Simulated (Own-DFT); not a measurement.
# Computed records: GaP (zincblende, strongly disordered by large displacements)

All values are calculated (Own-DFT development build). A calculation, not a measurement: plane-wave PBE density functional theory by an unreviewed code, no spin, of a simulated periodic cell, stress positive in tension, free energy of the whole cell less one offset for each atom, forces on such cells passed a denser k mesh, this cell's mesh not checked; broken bonds can close the gap or carry spin, so checks made on this kind of crystal may not hold here; offsets are fitted by least squares, one for each functional and potential file, so energies compare only between cells with the same atoms and settings and are not formation energies; the far tail of each file's local potential was reset to the Coulomb form; each entry is a single point on an unrelaxed cell, so the pressure reflects the starting lattice, mostly measured values (interpolated for alloys), from which strain is counted, and rises with the displacements; printed positions are rounded, which can move forces by about a meV/angstrom; the program, named Own-DFT, is a retired in-house code; no spin-orbit coupling.

Common to all runs: functional PBE; potential files PseudoDojo norm-conserving, scalar-relativistic, standard set; wave cutoff 42 hartree; occupations Fermi-Dirac; smearing width 0.1 eV; hardware one NVIDIA H100; k mesh 3 x 3 x 3 centred on Gamma.

```yaml
- entry: 1
  formula: GaP
  kind: "zincblende, strongly disordered by large displacements"
  structure:
    cell_angstrom: [[10.901, 0.0, 0.0], [0.0, 10.901, 0.0], [0.0, 0.0, 10.901]]
    atoms_fractional:
      - [Ga, 0.01144, 0.99713, 0.00435]
      - [Ga, 0.02171, 0.23645, 0.23001]
      - [Ga, 0.29103, 0.01684, 0.25374]
      - [Ga, 0.24734, 0.27278, 0.01728]
      - [P, 0.12959, 0.11646, 0.15049]
      - [P, 0.1309, 0.39549, 0.37659]
      - [P, 0.35936, 0.10968, 0.37913]
      - [P, 0.38281, 0.36088, 0.11844]
      - [Ga, 0.9756, 0.02975, 0.49062]
      - [Ga, 0.00122, 0.24056, 0.7481]
      - [Ga, 0.25168, 0.01315, 0.76198]
      - [Ga, 0.23737, 0.25661, 0.49212]
      - [P, 0.12059, 0.12903, 0.61465]
      - [P, 0.11773, 0.33357, 0.8738]
      - [P, 0.38081, 0.12494, 0.86257]
      - [P, 0.37441, 0.34965, 0.59939]
      - [Ga, 0.00316, 0.48628, 0.99118]
      - [Ga, 0.98614, 0.7566, 0.25986]
      - [Ga, 0.22473, 0.49857, 0.289]
      - [Ga, 0.24291, 0.75269, 0.02274]
      - [P, 0.12704, 0.6198, 0.14366]
      - [P, 0.09384, 0.8494, 0.37102]
      - [P, 0.38434, 0.60528, 0.36054]
      - [P, 0.37075, 0.87928, 0.09557]
      - [Ga, 0.97696, 0.47839, 0.5171]
      - [Ga, 0.97645, 0.69374, 0.72941]
      - [Ga, 0.25899, 0.49157, 0.76354]
      - [Ga, 0.24369, 0.78988, 0.50985]
      - [P, 0.12819, 0.61475, 0.62363]
      - [P, 0.15465, 0.85619, 0.87263]
      - [P, 0.36646, 0.61049, 0.86412]
      - [P, 0.38677, 0.88325, 0.67624]
      - [Ga, 0.49507, 0.99083, 0.99103]
      - [Ga, 0.49684, 0.24508, 0.27438]
      - [Ga, 0.75309, 0.99392, 0.26027]
      - [Ga, 0.74021, 0.2405, 0.96458]
      - [P, 0.6454, 0.13724, 0.12904]
      - [P, 0.61714, 0.37394, 0.35712]
      - [P, 0.83515, 0.13413, 0.37342]
      - [P, 0.87387, 0.37943, 0.12605]
      - [Ga, 0.51068, 0.03192, 0.50611]
      - [Ga, 0.51914, 0.27518, 0.73306]
      - [Ga, 0.73938, 0.97283, 0.74555]
      - [Ga, 0.74, 0.25732, 0.50896]
      - [P, 0.62149, 0.12464, 0.63011]
      - [P, 0.61744, 0.37887, 0.87028]
      - [P, 0.90826, 0.14252, 0.88342]
      - [P, 0.87502, 0.39955, 0.65462]
      - [Ga, 0.50253, 0.49959, 0.001]
      - [Ga, 0.4618, 0.73772, 0.23111]
      - [Ga, 0.77667, 0.47865, 0.24291]
      - [Ga, 0.75734, 0.73493, 0.97838]
      - [P, 0.58632, 0.64261, 0.0997]
      - [P, 0.60247, 0.85688, 0.39343]
      - [P, 0.87058, 0.62578, 0.39202]
      - [P, 0.86673, 0.87597, 0.13426]
      - [Ga, 0.51354, 0.49585, 0.46237]
      - [Ga, 0.48573, 0.76828, 0.74023]
      - [Ga, 0.71164, 0.52182, 0.7547]
      - [Ga, 0.73303, 0.72781, 0.49777]
      - [P, 0.63882, 0.61859, 0.63933]
      - [P, 0.61724, 0.87195, 0.90947]
      - [P, 0.87649, 0.62638, 0.88215]
      - [P, 0.9004, 0.8558, 0.63155]
  results:
    "free_energy_of_cell_above_offsets [eV]": "0.176"
    "pressure [GPa]": 10.59
    "stress_xx [GPa]": -10.34
    "stress_yy [GPa]": -10.9
    "stress_zz [GPa]": -10.53
    "stress_yz [GPa]": -0.52
    "stress_xz [GPa]": -1.13
    "stress_xy [GPa]": 0.07
    force_element: [Ga, Ga, Ga, Ga, P, P, P, P, Ga, Ga, Ga, Ga, P, P, P, P, Ga, Ga, Ga, Ga, P, P, P, P, Ga, Ga, Ga, Ga, P, P, P, P, Ga, Ga, Ga, Ga, P, P, P, P, Ga, Ga, Ga, Ga, P, P, P, P, Ga, Ga, Ga, Ga, P, P, P, P, Ga, Ga, Ga, Ga, P, P, P, P]
    "force_x [eV/angstrom]": [0.505, -4.701, -5.282, -0.893, 3.926, -9.16, 4.486, 1.413, 0.653, -0.391, -1.79, -0.769, 0.133, 1.865, 1.176, 1.767, 0.584, -2.786, 7.962, -0.955, -1.055, 4.676, -2.126, 0.154, 2.946, 1.821, -2.711, 0.376, 1.115, -3.226, 2.411, -7.582, -0.334, -1.234, -2.293, 1.079, -1.847, 4.137, 3.058, 3.099, -1.856, -2.427, 0.986, -0.07, 2.725, 0.684, -3.22, -2.595, -2.181, 1.102, -3.566, -2.564, 4.167, -0.177, 0.282, 0.501, -1.051, 8.396, 6.609, 0.823, -7.598, 2.567, 0.727, -2.471]
    "force_y [eV/angstrom]": [-1.155, 4.988, -6.871, -3.32, -3.557, -9.768, 6.023, 1.868, -2.073, 0.809, -0.449, -1.152, -0.757, 4.157, 2.373, 3.133, 0.198, -3.937, 7.824, -2.594, 0.008, 5.72, 2.082, 0.927, 2.748, 1.944, -2.726, -1.58, -1.009, 1.175, 2.6, 8.97, 4.569, -1.657, -1.379, -0.056, -1.093, -0.342, 1.215, -4.066, -3.633, -2.002, -0.102, 1.157, 1.274, 0.646, -2.965, -3.288, -1.495, 1.922, 4.161, 2.571, 0.379, 1.262, -1.934, -0.577, 0.683, -10.39, -6.534, 2.142, 6.595, -1.952, -3.58, 1.87]
    "force_z [eV/angstrom]": [-0.079, 3.582, -8.017, -1.153, -3.547, 6.752, 7.501, 2.757, 0.24, -3.608, -0.223, -0.596, 0.102, 0.935, 1.633, 1.414, 0.769, -3.725, -8.298, -1.212, -0.942, 4.11, 1.117, 4.272, -2.929, -0.301, -2.739, 0.609, -0.595, -0.557, 2.6, -8.61, 0.943, -3.001, -0.679, 1.643, -0.087, 0.375, 0.297, -4.178, -1.593, -0.31, 0.645, 0.583, 1.989, 0.999, 1.482, 1.637, -1.124, 0.376, 3.879, 3.841, 1.026, -1.37, -1.806, -1.542, 4.008, 6.217, 7.854, 0.576, -7.962, -4.455, -0.472, -1.051]
    "wall_time [s]": 549.3
- entry: 2
  formula: GaP
  kind: "zincblende, strongly disordered by large displacements"
  structure:
    cell_angstrom: [[10.901, 0.0, 0.0], [0.0, 10.901, 0.0], [0.0, 0.0, 10.901]]
    atoms_fractional:
      - [Ga, 0.98518, 0.99782, 0.96483]
      - [Ga, 0.9732, 0.31389, 0.27765]
      - [Ga, 0.25564, 0.02341, 0.29775]
      - [Ga, 0.25393, 0.24195, 0.01807]
      - [P, 0.07941, 0.17968, 0.14591]
      - [P, 0.20162, 0.34372, 0.3299]
      - [P, 0.38645, 0.16344, 0.35123]
      - [P, 0.39787, 0.41656, 0.13234]
      - [Ga, 0.96106, 0.97468, 0.47705]
      - [Ga, 0.00288, 0.28023, 0.74204]
      - [Ga, 0.25169, 0.01382, 0.80229]
      - [Ga, 0.28703, 0.25671, 0.51413]
      - [P, 0.13643, 0.10698, 0.60007]
      - [P, 0.1691, 0.37517, 0.90896]
      - [P, 0.35457, 0.15171, 0.89114]
      - [P, 0.38818, 0.39325, 0.61733]
      - [Ga, 0.00036, 0.44588, 0.95633]
      - [Ga, 0.97745, 0.7803, 0.23041]
      - [Ga, 0.25077, 0.52512, 0.25079]
      - [Ga, 0.23815, 0.72969, 0.97875]
      - [P, 0.10518, 0.63035, 0.1162]
      - [P, 0.13413, 0.8448, 0.36384]
      - [P, 0.39892, 0.62855, 0.38086]
      - [P, 0.44397, 0.88442, 0.11639]
      - [Ga, 0.98541, 0.52224, 0.50003]
      - [Ga, 0.033, 0.76671, 0.77612]
      - [Ga, 0.2491, 0.4615, 0.76171]
      - [Ga, 0.30416, 0.7859, 0.40794]
      - [P, 0.04887, 0.65844, 0.62563]
      - [P, 0.11582, 0.90591, 0.87069]
      - [P, 0.40097, 0.65424, 0.88945]
      - [P, 0.39814, 0.90188, 0.62436]
      - [Ga, 0.47203, 0.01666, 0.97838]
      - [Ga, 0.47364, 0.27909, 0.235]
      - [Ga, 0.71935, 0.93975, 0.219]
      - [Ga, 0.78968, 0.244, 0.01909]
      - [P, 0.66596, 0.15374, 0.17279]
      - [P, 0.62897, 0.39077, 0.33965]
      - [P, 0.89318, 0.13094, 0.3592]
      - [P, 0.87992, 0.38786, 0.13198]
      - [Ga, 0.49443, 0.02418, 0.44523]
      - [Ga, 0.49274, 0.22451, 0.77594]
      - [Ga, 0.75045, 0.99294, 0.75896]
      - [Ga, 0.80267, 0.26058, 0.45308]
      - [P, 0.6237, 0.06163, 0.57588]
      - [P, 0.6272, 0.39397, 0.89012]
      - [P, 0.905, 0.11277, 0.84019]
      - [P, 0.81729, 0.39529, 0.64095]
      - [Ga, 0.54997, 0.48393, 0.04889]
      - [Ga, 0.52452, 0.69288, 0.26265]
      - [Ga, 0.75388, 0.48597, 0.24177]
      - [Ga, 0.70506, 0.75238, 0.9598]
      - [P, 0.64878, 0.60778, 0.14591]
      - [P, 0.64167, 0.90551, 0.39246]
      - [P, 0.86071, 0.65183, 0.31616]
      - [P, 0.86544, 0.91134, 0.10486]
      - [Ga, 0.44723, 0.46329, 0.45524]
      - [Ga, 0.55007, 0.78292, 0.78813]
      - [Ga, 0.7617, 0.49332, 0.78635]
      - [Ga, 0.73181, 0.73529, 0.49173]
      - [P, 0.61016, 0.57066, 0.62853]
      - [P, 0.61091, 0.9087, 0.92376]
      - [P, 0.85277, 0.61286, 0.8977]
      - [P, 0.77801, 0.88818, 0.60583]
  results:
    "free_energy_of_cell_above_offsets [eV]": "26.299"
    "pressure [GPa]": 14.82
    "stress_xx [GPa]": -14.25
    "stress_yy [GPa]": -15.13
    "stress_zz [GPa]": -15.09
    "stress_yz [GPa]": -0.38
    "stress_xz [GPa]": 3.22
    "stress_xy [GPa]": 1.33
    force_element: [Ga, Ga, Ga, Ga, P, P, P, P, Ga, Ga, Ga, Ga, P, P, P, P, Ga, Ga, Ga, Ga, P, P, P, P, Ga, Ga, Ga, Ga, P, P, P, P, Ga, Ga, Ga, Ga, P, P, P, P, Ga, Ga, Ga, Ga, P, P, P, P, Ga, Ga, Ga, Ga, P, P, P, P, Ga, Ga, Ga, Ga, P, P, P, P]
    "force_x [eV/angstrom]": [-0.92, 3.64, -2.306, -1.737, 2.274, -2.017, -1.383, -5.756, 1.374, 0.389, 1.437, -2.74, 0.066, -0.468, 1.003, -0.494, -3.366, 2.165, -0.555, -0.629, 0.377, -4.241, -2.424, -1.809, -1.679, -2.731, 1.993, 1.622, 2.071, 2.507, 0.551, -0.304, -1.799, 4.721, -2.287, -1.494, -0.897, -2.469, 1.32, 0.85, -3.799, 3.442, -1.146, -3.998, 4.065, -0.789, -2.823, 3.311, -0.385, 1.637, 3.481, 3.103, 1.453, 0.161, -1.004, 2.386, 3.723, -2.769, -2.613, -0.794, 0.65, 3.133, 3.431, 2.29]
    "force_y [eV/angstrom]": [1.466, -1.118, -1.6, 0.79, -2.248, -0.437, -1.233, -0.043, -0.597, -0.461, 0.5, -1.797, 0.755, -0.866, -0.738, -1.644, 2.821, 0.814, 1.184, 0.779, -0.113, 3.027, -1.134, -2.057, -1.543, -1.921, 3.373, 2.746, -0.414, -3.199, -1.506, -0.16, 3.219, -0.74, 2.282, -1.271, -0.375, -3.511, -2.821, 1.124, -1.264, 2.182, 2.172, 3.532, 2.013, -3.702, 3.822, -3.256, -0.039, 4.233, 1.363, -4.109, 6.023, -3.097, -1.534, -2.372, -1.27, -2.705, 1.519, -3.781, 1.947, 3.432, 3.119, 0.439]
    "force_z [eV/angstrom]": [5.306, 3.34, -2.082, 6.127, -1.122, 0.738, 2.988, -1.356, 1.389, -1.327, -5.697, -0.133, 1.11, -0.991, -0.614, 5.475, 1.988, -2.143, -1.033, 1.101, -0.274, -0.397, 0.568, 3.037, -1.54, 0.347, -2.715, 3.239, -1.367, 2.036, -0.94, 0.147, 1.581, -1.298, -0.286, -1.627, -0.625, 4.556, -2.838, -4.115, -0.824, -2.816, 3.613, 3.367, 4.621, 0.21, -1.331, -5.067, -4.133, -1.612, 0.692, 3.002, -3.251, -0.128, 4.104, -1.408, -1.378, -4.18, -0.292, -0.914, -0.464, -1.728, 1.692, -2.324]
    "wall_time [s]": 650.9
```
